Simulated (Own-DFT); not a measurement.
# Strain and stress in wurtzite AlN, 72 atoms (Al36N36)

Calculated results; nothing here was measured. The program, named Own-DFT, is a retired in-house plane-wave density functional code that no person has reviewed. Each row is one single-point run on a periodic cell that was not relaxed, without spin or spin-orbit coupling.

Settings of every run: PBE; PseudoDojo norm-conserving scalar-relativistic files; cutoff 42 hartree; 4 x 4 x 3 k mesh centred on Gamma; Gaussian smearing of 0.01 eV.

Known limits: k mesh not checked against a denser one; stress not checked against mesh or cutoff.

Unstrained cell vectors in Å: (9.336, 0.000, 0.000); (-4.668, 8.085, 0.000); (0.000, 0.000, 9.964). The unstrained cell has measured lattice constants (interpolated for alloys), not those of this functional. That, the random moves and any unrelaxed bonds set the pressure at no strain. Each run strains this cell uniformly, with the atoms carried along. Every atom was also moved at random, by a Gaussian of width 0.05 Å on each axis. Strain is the symmetric tensor, in per cent. Stress is positive in tension, and the pressure is minus a third of its trace.

```
run  e_xx (%)  e_yy (%)  e_zz (%)  s_xx (GPa)  s_yy (GPa)  s_zz (GPa)  P (GPa)  E (meV/atom)
  1      0.00      0.00     -0.50       -6.00       -5.07       -8.97     6.68           5.1
  2      0.00      0.00      1.75       -3.84       -4.43        2.26     2.00           0.0
  3      0.00      0.00     -1.00       -6.38       -6.00      -11.65     8.01          27.2
  4      0.00      0.00     -0.75       -6.68       -5.91      -11.36     7.98          39.3
  5      0.00      0.00     -1.25       -7.01       -6.43      -11.45     8.29          17.3
  6      0.00      0.00      3.00       -6.50       -3.34        7.45     0.80          26.7
  7      0.00      0.00      2.50       -3.91       -4.96        5.38     1.16          17.1
  8      0.00      0.00     -0.25       -5.38       -4.82       -8.66     6.29          14.2
  9      0.00      0.00      0.25           ?           ?           ?        ?             ?
```

E is the free energy for each atom above the lowest run shown.

## Worked fit

The change of volume is close to e_xx + e_yy + e_zz. A straight line through the runs shown gives P = 5.99 - 190 x (fractional change of volume) GPa, with an error of 10 on the slope and a scatter of 0.44 GPa. The strain isn't the same on all axes and the cell isn't cubic, so the slope belongs to this path and is not the bulk modulus.

## Withheld run

Question: what pressure should run 9 give? Its volume changes by 0.25 %.

The line gives 5.5 GPa. The calculation gave 4.95 GPa.
